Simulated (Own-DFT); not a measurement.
# Computed records: Si2SnGe13 (diamond-structure random alloy, atoms displaced)

All values are calculated (Own-DFT development build). A calculation, not a measurement: plane-wave density functional theory by an unreviewed code, no spin, of a simulated periodic cell, stress positive in tension, run twice, with PBE and with PBEsol, both on files made for PBE, so the change isn't that of files made for PBEsol, forces on such cells moved up to 12 meV/angstrom on a denser k mesh; the far tail of each file's local potential was reset to the Coulomb form; each entry is a single point on an unrelaxed cell, so the pressure reflects the starting lattice, mostly measured values (interpolated for alloys), from which strain is counted, and rises with the displacements; printed positions are rounded, which can move forces by about a meV/angstrom; the program, named Own-DFT, is a retired in-house code; no spin-orbit coupling; stress was not checked against mesh or cutoff.

Settings shared by all entries: functional PBE, then PBEsol; potential files PseudoDojo norm-conserving, scalar-relativistic, standard set; wave cutoff 49 hartree; occupations Fermi-Dirac; smearing width 0.1 eV; k mesh 3 x 3 x 3 centred on Gamma.

(1) Si2SnGe13 (diamond-structure random alloy, atoms displaced)

```cif
# cell vector a (Å): 11.3631 0.0000 0.0000
# cell vector b (Å): 0.0000 11.3631 0.0000
# cell vector c (Å): 0.0000 0.0000 11.3631
data_Si2SnGe13
_symmetry_space_group_name_H-M 'P 1'
_symmetry_Int_Tables_number 1
_cell_length_a 11.3631
_cell_length_b 11.3631
_cell_length_c 11.3631
_cell_angle_alpha 90.000
_cell_angle_beta 90.000
_cell_angle_gamma 90.000
_cell_volume 1467.20
loop_
_atom_site_label
_atom_site_type_symbol
_atom_site_fract_x
_atom_site_fract_y
_atom_site_fract_z
_atom_site_occupancy
Ge1 Ge 0.99933 0.99955 0.00209 1
Ge2 Ge 0.00267 0.25270 0.25130 1
Ge3 Ge 0.25187 0.99637 0.25378 1
Si1 Si 0.24767 0.25116 0.00008 1
Ge4 Ge 0.12373 0.12399 0.12627 1
Ge5 Ge 0.12520 0.37615 0.37445 1
Ge6 Ge 0.37609 0.11920 0.37835 1
Ge7 Ge 0.37343 0.37250 0.12288 1
Ge8 Ge 0.99810 0.00074 0.49951 1
Ge9 Ge 0.00299 0.24541 0.75017 1
Ge10 Ge 0.24833 0.00200 0.75273 1
Ge11 Ge 0.25355 0.24788 0.50090 1
Sn1 Sn 0.12797 0.12483 0.62632 1
Si2 Si 0.12484 0.37556 0.86985 1
Ge12 Ge 0.37666 0.12431 0.87741 1
Ge13 Ge 0.37177 0.37607 0.62457 1
Sn2 Sn 0.99864 0.50366 0.00033 1
Ge14 Ge 0.99667 0.74981 0.24426 1
Ge15 Ge 0.25396 0.50176 0.25012 1
Si3 Si 0.24940 0.74610 0.99752 1
Ge16 Ge 0.12544 0.62519 0.12395 1
Ge17 Ge 0.13047 0.87325 0.37659 1
Si4 Si 0.37481 0.62485 0.37364 1
Si5 Si 0.37384 0.87197 0.12666 1
Ge18 Ge 0.00024 0.49995 0.50183 1
Ge19 Ge 0.99594 0.74691 0.75258 1
Ge20 Ge 0.24974 0.50255 0.75090 1
Ge21 Ge 0.25165 0.75142 0.49869 1
Ge22 Ge 0.12072 0.62200 0.62758 1
Ge23 Ge 0.12116 0.87403 0.88006 1
Ge24 Ge 0.37528 0.62506 0.87613 1
Si6 Si 0.37330 0.87390 0.62142 1
Ge25 Ge 0.50294 0.99991 0.99698 1
Ge26 Ge 0.50197 0.25502 0.24658 1
Ge27 Ge 0.75219 0.00057 0.24950 1
Ge28 Ge 0.75167 0.24903 0.99872 1
Sn3 Sn 0.62499 0.12573 0.12076 1
Ge29 Ge 0.62717 0.37215 0.37966 1
Ge30 Ge 0.88062 0.12710 0.37303 1
Si7 Si 0.87325 0.37539 0.12996 1
Ge31 Ge 0.49832 0.99553 0.50193 1
Ge32 Ge 0.50358 0.24808 0.75124 1
Ge33 Ge 0.75068 0.99461 0.74901 1
Ge34 Ge 0.74518 0.24860 0.49551 1
Ge35 Ge 0.62464 0.12724 0.62288 1
Ge36 Ge 0.62232 0.37411 0.87818 1
Ge37 Ge 0.87515 0.12294 0.87470 1
Ge38 Ge 0.86888 0.37330 0.62070 1
Ge39 Ge 0.50015 0.49581 0.99825 1
Ge40 Ge 0.50101 0.74562 0.25140 1
Ge41 Ge 0.75040 0.49744 0.24686 1
Ge42 Ge 0.75353 0.74636 0.00486 1
Ge43 Ge 0.62589 0.62291 0.12728 1
Ge44 Ge 0.62907 0.87885 0.37132 1
Ge45 Ge 0.87046 0.62340 0.37904 1
Ge46 Ge 0.87326 0.87173 0.12769 1
Ge47 Ge 0.50210 0.50374 0.50431 1
Ge48 Ge 0.49883 0.75039 0.75179 1
Sn4 Sn 0.74525 0.50151 0.74528 1
Ge49 Ge 0.74744 0.75118 0.50139 1
Si8 Si 0.62396 0.62726 0.62846 1
Ge50 Ge 0.62457 0.87669 0.87004 1
Ge51 Ge 0.87824 0.62291 0.87489 1
Ge52 Ge 0.87476 0.87144 0.62429 1
```

* PBE pressure: 4.19 GPa
* PBE stress xx: -4.19 GPa
* PBE stress yy: -4.18 GPa
* PBE stress zz: -4.2 GPa
* PBE stress yz: 0 GPa
* PBE stress xz: -0.18 GPa
* PBE stress xy: 0.2 GPa
* PBEsol pressure: 1.36 GPa
* PBEsol stress xx: -1.36 GPa
* PBEsol stress yy: -1.35 GPa
* PBEsol stress zz: -1.37 GPa
* PBEsol stress yz: 0.01 GPa
* PBEsol stress xz: -0.17 GPa
* PBEsol stress xy: 0.19 GPa
* rms change of force components from PBE to PBEsol: 0.036 eV/Å

Force:
| force element | PBE force x (eV/Å) | PBE force y (eV/Å) | PBE force z (eV/Å) | PBEsol force x (eV/Å) | PBEsol force y (eV/Å) | PBEsol force z (eV/Å) |
| --- | --- | --- | --- | --- | --- | --- |
| Ge | -0.338 | -0.032 | 0.227 | -0.327 | -0.034 | 0.217 |
| Ge | -0.31 | 0.173 | -0.51 | -0.271 | 0.13 | -0.454 |
| Ge | 0.139 | 0.134 | -0.702 | 0.102 | 0.157 | -0.631 |
| Si | -0.252 | -0.046 | -0.477 | -0.209 | -0.08 | -0.432 |
| Ge | 0.572 | 0.201 | -0.112 | 0.517 | 0.164 | -0.076 |
| Ge | 0.504 | 0.133 | 0.304 | 0.484 | 0.123 | 0.292 |
| Ge | 0.338 | 0.758 | -0.572 | 0.317 | 0.728 | -0.545 |
| Ge | -0.301 | 0.153 | -0.119 | -0.247 | 0.183 | -0.079 |
| Ge | -0.299 | -1.067 | -0.652 | -0.286 | -1.031 | -0.634 |
| Ge | -1.402 | 1.736 | 0.963 | -1.388 | 1.644 | 0.902 |
| Ge | 1.444 | -1.811 | 0.88 | 1.375 | -1.719 | 0.876 |
| Ge | 0.579 | 1.049 | -1.277 | 0.565 | 1.016 | -1.23 |
| Sn | -0.317 | -0.258 | -0.658 | -0.312 | -0.249 | -0.632 |
| Si | 0.736 | -0.874 | 0.111 | 0.69 | -0.822 | 0.065 |
| Ge | -0.422 | 0.356 | 0.078 | -0.37 | 0.311 | 0.045 |
| Ge | 0.629 | 0.019 | 0.287 | 0.609 | 0.019 | 0.275 |
| Sn | 0.485 | -1.915 | 0.34 | 0.47 | -1.772 | 0.329 |
| Ge | 0.603 | -0.283 | 1.215 | 0.583 | -0.272 | 1.166 |
| Ge | -0.183 | 0.037 | 0.049 | -0.215 | 0 | 0.01 |
| Si | 0.213 | 0.667 | 0.68 | 0.171 | 0.615 | 0.633 |
| Ge | 1.364 | 1.112 | 0.886 | 1.28 | 1.05 | 0.885 |
| Ge | -1.215 | -0.029 | -0.353 | -1.167 | -0.02 | -0.341 |
| Si | 0.281 | -0.05 | 0.458 | 0.274 | -0.05 | 0.447 |
| Si | 0.097 | -0.24 | -0.656 | 0.129 | -0.2 | -0.606 |
| Ge | -0.302 | -0.315 | -0.273 | -0.297 | -0.305 | -0.261 |
| Ge | 0.496 | 0.532 | -0.181 | 0.473 | 0.509 | -0.174 |
| Ge | -0.169 | -0.464 | 0.096 | -0.133 | -0.42 | 0.054 |
| Ge | 0.208 | -0.768 | 0.368 | 0.135 | -0.732 | 0.342 |
| Ge | 0.488 | 0.587 | -0.174 | 0.467 | 0.56 | -0.163 |
| Ge | 0.602 | -0.366 | -0.346 | 0.543 | -0.32 | -0.363 |
| Ge | -0.097 | 0.066 | 0.183 | -0.061 | 0.027 | 0.138 |
| Si | -0.015 | 0.019 | 0.874 | -0.018 | 0.021 | 0.856 |
| Ge | -1.603 | -1.581 | -0.351 | -1.522 | -1.496 | -0.379 |
| Ge | -1.046 | 0.121 | 1.454 | -1.009 | 0.121 | 1.405 |
| Ge | 0.918 | -0.293 | 0.607 | 0.889 | -0.294 | 0.59 |
| Ge | 1.305 | 1.387 | -0.561 | 1.227 | 1.311 | -0.573 |
| Sn | 0.122 | -0.122 | 0.665 | 0.123 | -0.115 | 0.635 |
| Ge | -0.677 | 0.976 | -0.775 | -0.65 | 0.936 | -0.752 |
| Ge | -0.625 | -0.182 | 0.103 | -0.607 | -0.179 | 0.102 |
| Si | -0.304 | -0.938 | -0.046 | -0.305 | -0.92 | -0.041 |
| Ge | 0.295 | -0.022 | 0.109 | 0.316 | 0.024 | 0.061 |
| Ge | -0.657 | 0.272 | -0.105 | -0.635 | 0.262 | -0.098 |
| Ge | 0.076 | 0.78 | -0.367 | 0.073 | 0.749 | -0.351 |
| Ge | 0.914 | -0.564 | 0.262 | 0.881 | -0.532 | 0.256 |
| Ge | 0.074 | -0.722 | 0.231 | 0.069 | -0.694 | 0.222 |
| Ge | -0.086 | -0.783 | 0.229 | -0.091 | -0.764 | 0.225 |
| Ge | 0.046 | -0.021 | -0.098 | 0.046 | -0.02 | -0.092 |
| Ge | 1.392 | -1.088 | -0.439 | 1.347 | -1.05 | -0.432 |
| Ge | -0.238 | 0.5 | 0.505 | -0.227 | 0.475 | 0.487 |
| Ge | -0.421 | 0.546 | -0.043 | -0.341 | 0.532 | -0.05 |
| Ge | -0.027 | -0.199 | 0.703 | -0.064 | -0.154 | 0.718 |
| Ge | -0.533 | 0.26 | -0.838 | -0.506 | 0.25 | -0.805 |
| Ge | -0.259 | -0.192 | -0.408 | -0.241 | -0.186 | -0.39 |
| Ge | -0.491 | -0.488 | 0.408 | -0.469 | -0.474 | 0.4 |
| Ge | 0.412 | 0.117 | -0.534 | 0.396 | 0.113 | -0.518 |
| Ge | 0.051 | 0.613 | -0.354 | 0.053 | 0.584 | -0.342 |
| Ge | -0.27 | 0.138 | -0.351 | -0.266 | 0.065 | -0.339 |
| Ge | -0.226 | 0.108 | -0.831 | -0.213 | 0.106 | -0.743 |
| Sn | 0.276 | -0.207 | 0.804 | 0.322 | -0.253 | 0.827 |
| Ge | -0.417 | -0.265 | 0.081 | -0.363 | -0.224 | 0.048 |
| Si | -1.262 | 1.435 | -1.338 | -1.239 | 1.409 | -1.313 |
| Ge | 0.218 | -0.659 | 0.84 | 0.206 | -0.628 | 0.811 |
| Ge | -1.284 | 1.722 | -0.445 | -1.237 | 1.683 | -0.428 |
| Ge | 0.171 | 0.138 | -0.055 | 0.156 | 0.133 | -0.05 |

(2) Si2SnGe13 (diamond-structure random alloy, atoms displaced)

```cif
# cell vector a (Å): 11.3631 0.0000 0.0000
# cell vector b (Å): 0.0000 11.3631 0.0000
# cell vector c (Å): 0.0000 0.0000 11.3631
data_Si2SnGe13
_symmetry_space_group_name_H-M 'P 1'
_symmetry_Int_Tables_number 1
_cell_length_a 11.3631
_cell_length_b 11.3631
_cell_length_c 11.3631
_cell_angle_alpha 90.000
_cell_angle_beta 90.000
_cell_angle_gamma 90.000
_cell_volume 1467.20
loop_
_atom_site_label
_atom_site_type_symbol
_atom_site_fract_x
_atom_site_fract_y
_atom_site_fract_z
_atom_site_occupancy
Ge1 Ge 0.00376 0.00292 0.00081 1
Si1 Si 0.99917 0.24569 0.25086 1
Sn1 Sn 0.25248 0.99791 0.24812 1
Ge2 Ge 0.24766 0.24859 0.00206 1
Si2 Si 0.12406 0.12853 0.12503 1
Ge3 Ge 0.13355 0.37377 0.37459 1
Ge4 Ge 0.37814 0.12513 0.37280 1
Si3 Si 0.37670 0.37542 0.12609 1
Si4 Si 0.00111 0.99646 0.50393 1
Ge5 Ge 0.00146 0.25144 0.74636 1
Ge6 Ge 0.24854 0.00131 0.74601 1
Ge7 Ge 0.25081 0.25152 0.49971 1
Ge8 Ge 0.12517 0.12585 0.62611 1
Ge9 Ge 0.12430 0.37671 0.87181 1
Ge10 Ge 0.37320 0.12314 0.87826 1
Ge11 Ge 0.37543 0.36892 0.62376 1
Ge12 Ge 0.00056 0.50315 0.99795 1
Ge13 Ge 0.00040 0.74535 0.24978 1
Ge14 Ge 0.25206 0.50180 0.25238 1
Ge15 Ge 0.25202 0.75281 0.00068 1
Ge16 Ge 0.12128 0.62321 0.12041 1
Ge17 Ge 0.12320 0.86920 0.37181 1
Sn2 Sn 0.37269 0.62317 0.37250 1
Ge18 Ge 0.37594 0.87947 0.12077 1
Ge19 Ge 0.00115 0.50094 0.49720 1
Ge20 Ge 0.00623 0.74618 0.74947 1
Ge21 Ge 0.25027 0.50076 0.74906 1
Ge22 Ge 0.25098 0.74928 0.50238 1
Ge23 Ge 0.12513 0.62897 0.62824 1
Ge24 Ge 0.12274 0.87643 0.87060 1
Sn3 Sn 0.37416 0.62227 0.87411 1
Ge25 Ge 0.37602 0.87644 0.62318 1
Ge26 Ge 0.50404 0.00073 0.99571 1
Ge27 Ge 0.50499 0.25394 0.24939 1
Ge28 Ge 0.75105 0.99805 0.25504 1
Ge29 Ge 0.74879 0.24823 0.00409 1
Ge30 Ge 0.62344 0.12161 0.12197 1
Sn4 Sn 0.62740 0.37375 0.37477 1
Ge31 Ge 0.87566 0.12637 0.37279 1
Ge32 Ge 0.86988 0.37177 0.12278 1
Ge33 Ge 0.50091 0.99659 0.50334 1
Ge34 Ge 0.50169 0.24846 0.74707 1
Ge35 Ge 0.75395 0.00104 0.74764 1
Si5 Si 0.74887 0.25037 0.49857 1
Ge36 Ge 0.62847 0.12830 0.62587 1
Ge37 Ge 0.62185 0.37187 0.87726 1
Ge38 Ge 0.87759 0.12387 0.87588 1
Ge39 Ge 0.87591 0.37629 0.62973 1
Ge40 Ge 0.49948 0.49470 0.99959 1
Si6 Si 0.50217 0.74907 0.24651 1
Ge41 Ge 0.74765 0.50354 0.24822 1
Ge42 Ge 0.74825 0.74417 0.99844 1
Ge43 Ge 0.62449 0.62560 0.12695 1
Ge44 Ge 0.62375 0.87643 0.37213 1
Ge45 Ge 0.87428 0.62165 0.37713 1
Ge46 Ge 0.87603 0.87560 0.12136 1
Ge47 Ge 0.49920 0.50001 0.49956 1
Ge48 Ge 0.49870 0.75069 0.74499 1
Si7 Si 0.75149 0.50317 0.75022 1
Ge49 Ge 0.75398 0.75203 0.49747 1
Ge50 Ge 0.62737 0.62517 0.62401 1
Ge51 Ge 0.62648 0.87326 0.87664 1
Ge52 Ge 0.87807 0.62097 0.87566 1
Si8 Si 0.87602 0.87118 0.62162 1
```

* PBE pressure: 4.17 GPa
* PBE stress xx: -4.15 GPa
* PBE stress yy: -4.18 GPa
* PBE stress zz: -4.17 GPa
* PBE stress yz: -0.41 GPa
* PBE stress xz: -0.28 GPa
* PBE stress xy: -0.1 GPa
* PBEsol pressure: 1.33 GPa
* PBEsol stress xx: -1.32 GPa
* PBEsol stress yy: -1.35 GPa
* PBEsol stress zz: -1.34 GPa
* PBEsol stress yz: -0.39 GPa
* PBEsol stress xz: -0.27 GPa
* PBEsol stress xy: -0.1 GPa
* rms change of force components from PBE to PBEsol: 0.037 eV/Å

Force:
| force element | PBE force x (eV/Å) | PBE force y (eV/Å) | PBE force z (eV/Å) | PBEsol force x (eV/Å) | PBEsol force y (eV/Å) | PBEsol force z (eV/Å) |
| --- | --- | --- | --- | --- | --- | --- |
| Ge | 0.045 | 0.04 | 0.058 | 0.004 | 0.004 | 0.015 |
| Si | 0.41 | 0.63 | -0.411 | 0.356 | 0.65 | -0.362 |
| Sn | -0.962 | 0.682 | 0.197 | -0.886 | 0.62 | 0.221 |
| Ge | 0.175 | 0.598 | 0.235 | 0.18 | 0.578 | 0.161 |
| Si | -0.829 | 0.478 | -0.221 | -0.774 | 0.43 | -0.265 |
| Ge | -1.281 | -0.135 | -0.401 | -1.204 | -0.097 | -0.355 |
| Ge | 0.873 | 0.873 | 1.068 | 0.847 | 0.846 | 1.039 |
| Si | -0.322 | -0.227 | 0.08 | -0.313 | -0.219 | 0.08 |
| Si | -0.243 | -0.02 | -0.453 | -0.194 | 0.019 | -0.483 |
| Ge | -0.18 | -0.234 | 0.658 | -0.17 | -0.219 | 0.64 |
| Ge | 0.337 | -0.121 | 0.44 | 0.325 | -0.116 | 0.429 |
| Ge | 0.214 | -0.803 | -0.064 | 0.216 | -0.765 | -0.06 |
| Ge | -0.255 | -0.191 | -0.749 | -0.211 | -0.153 | -0.688 |
| Ge | 0.141 | -0.157 | 0.228 | 0.135 | -0.148 | 0.212 |
| Ge | 0.091 | 0.184 | -0.579 | 0.091 | 0.174 | -0.565 |
| Ge | 0.006 | 0.83 | 0.201 | 0.006 | 0.803 | 0.189 |
| Ge | -0.236 | -1.181 | 0.187 | -0.228 | -1.13 | 0.171 |
| Ge | -0.527 | 0.042 | -0.214 | -0.501 | 0.041 | -0.206 |
| Ge | -1.351 | -1.686 | -2.426 | -1.336 | -1.614 | -2.311 |
| Ge | -1.13 | 0.627 | 0.429 | -1.094 | 0.61 | 0.414 |
| Ge | 0.772 | 0.319 | 0.564 | 0.74 | 0.314 | 0.55 |
| Ge | -0.719 | -0.097 | 1.428 | -0.665 | -0.132 | 1.356 |
| Sn | 1.128 | 1.279 | 0.407 | 1.05 | 1.197 | 0.439 |
| Ge | 1.677 | -1.549 | -0.671 | 1.595 | -1.478 | -0.68 |
| Ge | 0.319 | -0.348 | 0.489 | 0.307 | -0.328 | 0.477 |
| Ge | -1.424 | 0.745 | 0.114 | -1.336 | 0.69 | 0.139 |
| Ge | -0.921 | -1.359 | -1.261 | -0.9 | -1.316 | -1.216 |
| Ge | -0.925 | 0.981 | 0.535 | -0.9 | 0.95 | 0.521 |
| Ge | 0.351 | -0.885 | -0.797 | 0.343 | -0.85 | -0.764 |
| Ge | 0.445 | 0.045 | 0.492 | 0.433 | 0.038 | 0.473 |
| Sn | 0.439 | 0.536 | 0.24 | 0.423 | 0.521 | 0.228 |
| Ge | -0.368 | -0.104 | 0.173 | -0.355 | -0.105 | 0.164 |
| Ge | -0.34 | -0.238 | 0.069 | -0.334 | -0.23 | 0.074 |
| Ge | -1.689 | -1.367 | -1.53 | -1.61 | -1.358 | -1.451 |
| Ge | 0.032 | 0.24 | -0.921 | 0.027 | 0.234 | -0.891 |
| Ge | -0.098 | -0.338 | -0.849 | -0.098 | -0.323 | -0.817 |
| Ge | 0.288 | 0.084 | 0.762 | 0.282 | 0.088 | 0.734 |
| Sn | 0.307 | 0.518 | 0.532 | 0.244 | 0.55 | 0.463 |
| Ge | 0.289 | -0.2 | 1.035 | 0.238 | -0.233 | 0.972 |
| Ge | 1.015 | 0.454 | 0.678 | 0.943 | 0.465 | 0.628 |
| Ge | 0.257 | 0.786 | -0.403 | 0.244 | 0.759 | -0.392 |
| Ge | -0.382 | -0.127 | 0.623 | -0.37 | -0.12 | 0.603 |
| Ge | 0.113 | -0.59 | 0.049 | 0.077 | -0.533 | 0.084 |
| Si | 1.55 | -0.851 | 1.208 | 1.523 | -0.84 | 1.187 |
| Ge | 0.167 | -0.401 | -0.522 | 0.122 | -0.421 | -0.466 |
| Ge | 0.883 | 0.316 | -0.588 | 0.821 | 0.28 | -0.538 |
| Ge | -0.063 | 0.372 | -0.106 | -0.062 | 0.355 | -0.103 |
| Ge | -0.642 | 0.1 | -0.797 | -0.556 | 0.087 | -0.774 |
| Ge | 0.587 | -0.468 | 1.281 | 0.604 | -0.429 | 1.205 |
| Si | 0.263 | 1.11 | -0.597 | 0.261 | 1.091 | -0.591 |
| Ge | 1.209 | 0.416 | -0.645 | 1.168 | 0.405 | -0.629 |
| Ge | 0.407 | 0.387 | 0.094 | 0.394 | 0.378 | 0.095 |
| Ge | -0.426 | -0.063 | -0.327 | -0.366 | -0.099 | -0.349 |
| Ge | -0.211 | -0.669 | 0.165 | -0.164 | -0.612 | 0.191 |
| Ge | 0.076 | 0.292 | -0.504 | 0.074 | 0.288 | -0.491 |
| Ge | -0.114 | -0.27 | 0.342 | -0.111 | -0.264 | 0.337 |
| Ge | 0.151 | -0.242 | 1.765 | 0.145 | -0.239 | 1.709 |
| Ge | 1.003 | 0.659 | -0.194 | 0.971 | 0.641 | -0.191 |
| Si | -0.331 | -0.486 | 0.302 | -0.318 | -0.475 | 0.295 |
| Ge | -0.357 | -0.014 | 0.13 | -0.38 | -0.056 | 0.09 |
| Ge | 0.205 | -0.029 | 0.036 | 0.158 | 0.006 | -0.001 |
| Ge | 0.121 | -0.005 | -0.803 | 0.11 | 0 | -0.773 |
| Ge | -0.511 | 0.41 | -0.642 | -0.454 | 0.423 | -0.582 |
| Si | 0.491 | 0.421 | 0.379 | 0.44 | 0.368 | 0.408 |
